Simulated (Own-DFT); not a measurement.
# Misfit strain and the stress it brings: wurtzite AlGaN with randomly placed atoms, 72 atoms (Al27Ga9N36)

No measurement is shown. These are fixed-geometry runs of a retired plane-wave code named Own-DFT, which no person has reviewed; spin and spin-orbit coupling are neglected.

Common settings: PBE; PseudoDojo norm-conserving scalar-relativistic files; cutoff 42 hartree; 4 x 4 x 3 k mesh centred on Gamma; Fermi-Dirac smearing of 0.1 eV.

Limits: forces on such cells passed a denser k mesh, each cell not checked; stress not checked against mesh or cutoff.

Unstrained cell vectors in Å: (9.394, 0.000, 0.000); (-4.697, 8.135, 0.000); (0.000, 0.000, 10.066). The unstrained cell has measured lattice constants (interpolated for alloys), not those of this functional. That, the random moves and any unrelaxed bonds set the pressure at no strain. Each run strains x and y alike by e, as a substrate would, and holds the height along z. Each atom got a random Gaussian move of width 0.05 Å along each axis. The random placing of the alloy's atoms differs from row to row. Stress is positive in tension.

```
e (%),u (Å),(s_xx + s_yy)/2 (GPa),s_zz (GPa)
-2.75,0.058,-25.26,-12.73
-2.50,0.050,-22.07,-13.33
-2.25,0.054,?,?
-1.25,0.051,-13.56,-11.09
-0.50,0.057,-8.85,-10.21
0.25,0.053,-5.22,-7.68
0.75,0.048,-2.27,-4.75
1.75,0.050,3.10,-5.13
2.50,0.044,6.74,-2.91
2.75,0.052,7.53,-4.63
```

## Analysis

With e as a fraction, the in-plane stress is -6.2 + 584 e - 3059 e² GPa (errors 9 and 556, scatter 0.51), and s_zz is -8.3 + 185 e GPa (slope ± 20, scatter 1.14). At e = 0 the first slope is C11 + C12 and the second 2 C13, both with the ions held to the strained lattice and at the cell's own pressure. The term in e² is negative: the layer stiffens under compression and softens under tension. A free layer would change its height as e changes, and the in-plane slope would drop by 2 C13²/C33 to the biaxial modulus. At fixed height, a misfit of 1 % moves the in-plane stress by about 5.8 GPa and s_zz by 1.8 GPa.

## Prediction

Asked: what are the two stresses at e = -2.25 %?

From the fit: -20.9 and -12.4 GPa. The calculation gave -21.07 and -11.42 GPa.
